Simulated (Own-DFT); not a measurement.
# One host, several defects: zincblende InP

The numbers are computed, not measured, by runs of the plane-wave DFT program Own-DFT (in-house, retired, unreviewed) at fixed positions, with no spin and no spin-orbit coupling.

All runs used: PBE; PseudoDojo norm-conserving scalar-relativistic files; cutoff 36 hartree; 3 x 3 x 3 k mesh centred on Gamma; Fermi-Dirac smearing of 0.1 eV.

Limits (not all hold for every row): not probed for a lower state with spin; forces on such cells moved up to 12 meV/angstrom on a denser k mesh; stress not checked against mesh or cutoff.

All runs share one cell, with vectors in Å (11.737, 0.000, 0.000); (0.000, 11.737, 0.000); (0.000, 0.000, 11.737) and a volume of 1617.0 Å³. u is the rms random offset of the atoms per axis. The defect's site can differ from row to row.

| cell | formula | u (Å) | P (GPa) |
|---|---|---|---|
| no defect | In32P32 | 0.0189 | 3.19 |
| no defect | In32P32 | 0.0192 | 3.19 |
| no defect | In32P32 | 0.0475 | 3.56 |
| one In on a P site and one P on an In site | In32P32 | 0.0309 | 3.69 |
| one In on a P site and one P on an In site | In32P32 | 0.0485 | 3.93 |
| one In on a P site and one P on an In site | In32P32 | 0.0518 | 4.08 |
| two P vacancies | In32P30 | 0.0262 | ? |
| two P vacancies | In32P30 | 0.0290 | 2.94 |
| two P vacancies | In32P30 | 0.0299 | 2.94 |
| two P vacancies | In32P30 | 0.0301 | 2.92 |

## Analysis

P = P0 + c u² + a shift for each defect gives P0 = 3.11 GPa, c = 204 ± 14 GPa/Å² and a scatter of 0.03 GPa. The shifts, and each times the cell's volume:

- one In on a P site and one P on an In site: 0.38 ± 0.03 GPa, 3.9 eV
- two P vacancies: -0.36 ± 0.02 GPa, -3.6 eV (-1.8 eV for each of its 2 sites)

A positive shift means that the defect pushes the cell outwards. Shift times volume (160.2 GPa Å³ is 1 eV) depends little on the cell's size, so, taken for each site, it can be compared between cells at like pressure. The atoms around the defects weren't relaxed, which would change these numbers.

## Test on the hidden row

Q: what pressure belongs in the blank (two P vacancies, u = 0.0262 Å)?

The fit gives 2.90 ± 0.03 GPa. The hidden result is 2.93 GPa.
